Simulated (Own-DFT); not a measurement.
# Stretching a layer in its plane: wurtzite AlGaN with randomly placed atoms, 128 atoms (Al48Ga16N64)

The numbers are computed, not measured, by runs of the plane-wave DFT program Own-DFT (in-house, retired, unreviewed) at fixed positions, with no spin and no spin-orbit coupling.

Method: PBE; PseudoDojo norm-conserving scalar-relativistic files (stringent for Ga); cutoff 96 hartree; 3 x 3 x 3 k mesh centred on Gamma; Gaussian smearing of 0.01 eV.

Caveats: k mesh not checked against a denser one; stress not checked against mesh or cutoff.

Unstrained cell vectors in Å: (12.525, 0.000, 0.000); (-6.263, 10.847, 0.000); (0.000, 0.000, 10.066). The unstrained cell has measured lattice constants (interpolated for alloys), not those of this functional. That, the random moves and any unrelaxed bonds set the pressure at no strain. Each run strains x and y alike by e, as a substrate would, and holds the height along z. All atoms carry random offsets, Gaussian with a width of 0.05 Å per axis. The random placing of the alloy's atoms differs from row to row. Stress is positive in tension.

| e (%) | u (Å) | (s_xx + s_yy)/2 (GPa) | s_zz (GPa) |
|---|---|---|---|
| -2.75 | 0.052 | -25.75 | -10.65 |
| -2.00 | 0.049 | ? | ? |
| -1.25 | 0.049 | -12.98 | -8.80 |
| -0.50 | 0.049 | -9.18 | -7.17 |
| 0.25 | 0.049 | -5.40 | -4.83 |
| 0.75 | 0.050 | -2.01 | -6.82 |
| 1.50 | 0.047 | 1.05 | -1.92 |
| 1.75 | 0.052 | 2.28 | -3.50 |
| 2.75 | 0.050 | 7.25 | -2.75 |
| 3.00 | 0.050 | 7.90 | -0.53 |

## Analysis

With e as a fraction, the in-plane stress is -6.3 + 582 e - 3819 e² GPa (errors 13 and 701, scatter 0.67), and s_zz is -6.3 + 169 e GPa (slope ± 22, scatter 1.17). At e = 0 the first slope is C11 + C12 and the second 2 C13, both with the ions held to the strained lattice and at the cell's own pressure. The term in e² is negative: the layer stiffens under compression and softens under tension. A free layer would change its height as e changes, and the in-plane slope would drop by 2 C13²/C33 to the biaxial modulus. At fixed height, a misfit of 1 % moves the in-plane stress by about 5.8 GPa and s_zz by 1.7 GPa.

## The run left out

The question: what are the two stresses at e = -2.00 %?

From the fit: -19.5 and -9.6 GPa. DFT gave -19.41 and -8.88 GPa.
